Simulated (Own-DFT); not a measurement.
# How strain changes the stress of wurtzite GaN, 72 atoms (Ga36N36)

Calculated, not measured: single-point runs of Own-DFT, a retired in-house plane-wave DFT program that no person has reviewed, on unrelaxed cells, without spin or spin-orbit coupling.

Settings: PBE; PseudoDojo norm-conserving scalar-relativistic files; cutoff 42 hartree; 4 x 4 x 3 k mesh centred on Gamma; Fermi-Dirac smearing of 0.1 eV.

Caveats: forces not confirmed at this smearing and k mesh; stress not checked against mesh or cutoff.

Unstrained cell vectors in Å: (9.567, 0.000, 0.000); (-4.784, 8.285, 0.000); (0.000, 0.000, 10.370). The unstrained cell has measured lattice constants (interpolated for alloys), not those of this functional. That, the random moves and any unrelaxed bonds set the pressure at no strain. A uniform strain is put on this cell, atoms riding along. Each atom got a random Gaussian move of width 0.05 Å along each axis. Stress is counted positive in tension, P = -(s_xx + s_yy + s_zz)/3, and strain components are those of the symmetric tensor.

```
run,e_xx (%),e_yy (%),e_zz (%),e_yz (%),e_xz (%),e_xy (%),s_xx (GPa),s_yy (GPa),s_zz (GPa),s_yz (GPa),s_xz (GPa),s_xy (GPa),P (GPa),E (meV/atom)
1,1.87,0.56,-0.51,0.01,-0.86,0.99,-0.11,-3.62,-8.50,-0.66,-2.26,2.31,4.07,16.8
2,1.24,1.61,-0.58,-0.70,0.70,1.76,-0.31,-1.68,-7.82,-0.77,0.92,4.88,3.27,8.0
3,-0.69,0.89,1.12,1.07,-0.05,1.63,-9.41,-3.41,-3.14,1.78,0.43,5.64,5.32,16.6
4,-0.29,0.46,0.98,-1.16,-1.05,-0.76,-8.41,-5.97,-2.13,-3.82,-1.75,-3.62,5.50,7.0
5,-0.25,1.63,1.00,-0.50,-1.15,1.00,-5.92,-1.00,-3.06,-1.52,-2.09,2.49,3.33,14.7
6,1.46,1.69,-1.25,1.39,1.25,1.40,-0.94,-0.97,-11.09,2.78,2.72,2.17,4.34,21.4
7,-1.76,-0.92,1.87,-1.91,1.32,-0.29,-13.58,-13.67,-1.29,-4.31,2.81,-1.02,9.51,27.7
8,0.94,-0.93,-1.69,-0.09,-1.50,0.76,-5.56,-11.29,-17.11,0.34,-3.61,1.87,11.32,34.9
9,-0.72,1.93,1.22,1.73,1.52,1.59,-7.18,-1.34,-1.14,3.63,3.37,4.13,3.22,16.9
10,0.44,-0.33,-1.58,1.59,1.26,-1.11,-8.39,-10.51,-13.91,4.09,2.58,-3.06,10.94,31.9
11,-0.45,-0.67,0.42,-1.80,1.77,1.51,-11.43,-8.89,-8.31,-3.74,3.82,5.03,9.54,41.9
12,0.81,0.86,0.67,0.48,1.35,-0.69,-2.64,-1.94,-3.96,1.30,2.02,-2.02,2.85,0.0
13,-0.50,-1.78,1.09,-0.52,1.48,0.95,-9.83,-17.14,-5.27,-2.49,3.30,2.04,10.75,39.2
14,-0.52,0.54,-1.34,1.06,0.95,-0.55,-10.65,-6.28,-14.52,2.87,1.66,-1.19,10.48,31.9
15,-1.45,-1.54,0.42,-0.73,-1.96,-0.54,-15.05,-15.96,-8.63,-1.59,-4.12,-1.24,13.21,35.4
16,-0.75,0.33,-0.77,1.20,-1.33,0.50,-11.86,-8.30,-10.46,2.06,-2.09,0.38,10.21,31.5
17,1.40,-0.37,-0.09,-0.49,-1.86,-0.85,?,?,?,?,?,?,?,?
```

E is the free energy per atom, counted from the lowest run shown.

## What the rows give

Regress every stress component on the fractional strains (shears doubled) of the visible runs, with a constant. Shear strains stay in the fit of a normal stress only where such slopes are resolved. The slopes, in GPa:

| stress | at no strain | per e_xx | per e_yy | per e_zz | scatter |
|---|---|---|---|---|---|
| s_xx | -7.8 | 437 ± 27 | 99 ± 20 | 106 ± 23 | 0.79 |
| s_yy | -8.1 | 113 ± 41 | 411 ± 29 | 51 ± 34 | 1.19 |
| s_zz | -8.1 | 52 ± 30 | 104 ± 22 | 439 ± 25 | 0.88 |

The slope of each shear stress on twice its own strain, from a fit on all six strains: yz 99 ± 9, xz 101 ± 4, xy 148 ± 13 GPa. These are stiffnesses along x, y and z of the frame in which the cell vectors are given, with the crystal's c axis along z: C11, C12, C13 and C33. Hexagonal symmetry asks that xx and yy behave alike, which is a second check on the noise. No internal relaxation is included, and where it is allowed it would reduce some of the slopes. The table should be nearly symmetric about its diagonal, and what it lacks of that shows the noise. A ninth of the table's sum, 201 ± 3 GPa, estimates the bulk modulus near the mean pressure of these runs, 7.4 GPa, so it lies above the value at zero pressure.

## Check

Question: what normal stresses and pressure should run 17 give?

The fit gives s_xx = -2.1, s_yy = -8.1, s_zz = -8.1 and P = 6.1 GPa. The run itself gave -2.67, -9.17, -6.49 and P = 6.11 GPa.
